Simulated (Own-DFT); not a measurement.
# How strain changes the stress of wurtzite AlN, 128 atoms (Al64N64)

Calculated results; nothing here was measured. They come from Own-DFT, an in-house plane-wave density functional program, since retired, whose code no person has reviewed. Each row is one single-point run on a periodic cell that was not relaxed, without spin or spin-orbit coupling.

Settings of every run: PBE; PseudoDojo norm-conserving scalar-relativistic files; cutoff 42 hartree; 3 x 3 x 3 k mesh centred on Gamma; Gaussian smearing of 0.01 eV.

Known limits: k mesh not checked against a denser one; stress not checked against mesh or cutoff.

Unstrained cell vectors in Å: (12.448, 0.000, 0.000); (-6.224, 10.780, 0.000); (0.000, 0.000, 9.964). The unstrained cell has measured lattice constants (interpolated for alloys), not those of this functional. That, the random moves and any unrelaxed bonds set the pressure at no strain. Each run strains this cell uniformly, with the atoms carried along. Every atom was also moved at random, by a Gaussian of width 0.05 Å on each axis. Strain is the symmetric tensor, in per cent. Stress is positive in tension, and the pressure is minus a third of its trace.

```
run  e_xx (%)  e_yy (%)  e_zz (%)  s_xx (GPa)  s_yy (GPa)  s_zz (GPa)  P (GPa)  E (meV/atom)
  1      0.00      0.00      1.75       -6.10       -3.72        3.22     2.20           0.6
  2      0.00      0.00      0.50       -6.43       -6.21       -2.34     4.99          13.0
  3      0.00      0.00     -0.25       -5.84       -5.73       -6.41     6.00           0.0
  4      0.00      0.00     -0.50       -6.52       -5.68       -7.97     6.72          10.2
  5      0.00      0.00     -1.50       -7.75       -5.35      -13.84     8.98          11.3
  6      0.00      0.00     -1.75       -9.10       -7.69      -11.24     9.34          16.5
  7      0.00      0.00      2.50       -2.46       -5.44        4.29     1.21          13.6
  8      0.00      0.00      1.50       -3.76       -4.55        0.46     2.61           0.0
  9      0.00      0.00      2.25           ?           ?           ?        ?             ?
```

E is the free energy for each atom above the lowest run shown.

## Worked fit

The change of volume is close to e_xx + e_yy + e_zz. A straight line through the runs shown gives P = 5.81 - 198 x (fractional change of volume) GPa, with an error of 6 on the slope and a scatter of 0.25 GPa. The strain isn't the same on all axes and the cell isn't cubic, so the slope belongs to this path and is not the bulk modulus.

## Withheld run

Question: what pressure should run 9 give? Its volume changes by 2.25 %.

The line gives 1.4 GPa. The calculation gave 0.97 GPa.
